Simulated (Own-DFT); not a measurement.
# What a defect does to the pressure of its cell: C40 NbSi2

Calculated, not measured: single-point runs of Own-DFT, a retired in-house plane-wave DFT program that no person has reviewed, on unrelaxed cells, without spin or spin-orbit coupling.

Settings: PBE; PseudoDojo norm-conserving scalar-relativistic files; cutoff 42 hartree; 4 x 4 x 5 k mesh centred on Gamma; cold (Marzari-Vanderbilt) smearing of 0.2 eV.

Keep in mind: forces on such cells failed a check on a denser k mesh; stress not checked against mesh or cutoff.

All runs share one cell, with vectors in Å (0.000, 8.324, 0.000); (-9.613, 0.000, 0.000); (0.000, 0.000, 6.586) and a volume of 527.0 Å³. The atoms are randomly displaced, by u rms on each axis. The defect's site can differ from row to row.

| cell | formula | u (Å) | P (GPa) |
|---|---|---|---|
| no defect | Nb12Si24 | 0.0190 | 1.45 |
| no defect | Nb12Si24 | 0.0197 | 1.47 |
| no defect | Nb12Si24 | 0.0466 | 2.54 |
| one Si vacancy | Nb12Si23 | 0.0307 | 0.96 |
| one Si vacancy | Nb12Si23 | 0.0334 | 1.14 |
| one Si vacancy | Nb12Si23 | 0.0468 | 1.83 |
| one Si vacancy | Nb12Si23 | 0.0533 | ? |
| two Si on a Nb site each | Nb10Si26 | 0.0311 | 1.46 |
| two Si on a Nb site each | Nb10Si26 | 0.0322 | 1.72 |
| two Si on a Nb site each | Nb10Si26 | 0.0480 | 2.16 |
| two Nb on a Si site each | Nb14Si22 | 0.0286 | 7.31 |
| two Nb on a Si site each | Nb14Si22 | 0.0292 | 7.58 |
| two Nb on a Si site each | Nb14Si22 | 0.0441 | 8.00 |

## Analysis

P = P0 + c u² + a shift for each defect gives P0 = 1.27 GPa, c = 563 ± 52 GPa/Å² and a scatter of 0.12 GPa. The shifts, and each times the cell's volume:

- two Nb on a Si site each: 5.68 ± 0.10 GPa, 18.7 eV (9.3 eV for each of its 2 sites)
- two Si on a Nb site each: -0.30 ± 0.10 GPa, -1.0 eV (-0.5 eV for each of its 2 sites)
- one Si vacancy: -0.76 ± 0.10 GPa, -2.5 eV

A positive shift means that the defect pushes the cell outwards. Shift times volume (160.2 GPa Å³ is 1 eV) depends little on the cell's size, so, taken for each site, it can be compared between cells at like pressure. The atoms around the defects weren't relaxed, which would change these numbers.

## The run left out

The question: what pressure belongs in the blank (one Si vacancy, u = 0.0533 Å)?

The fitted form gives 2.11 ± 0.15 GPa. DFT gave 2.02 GPa.
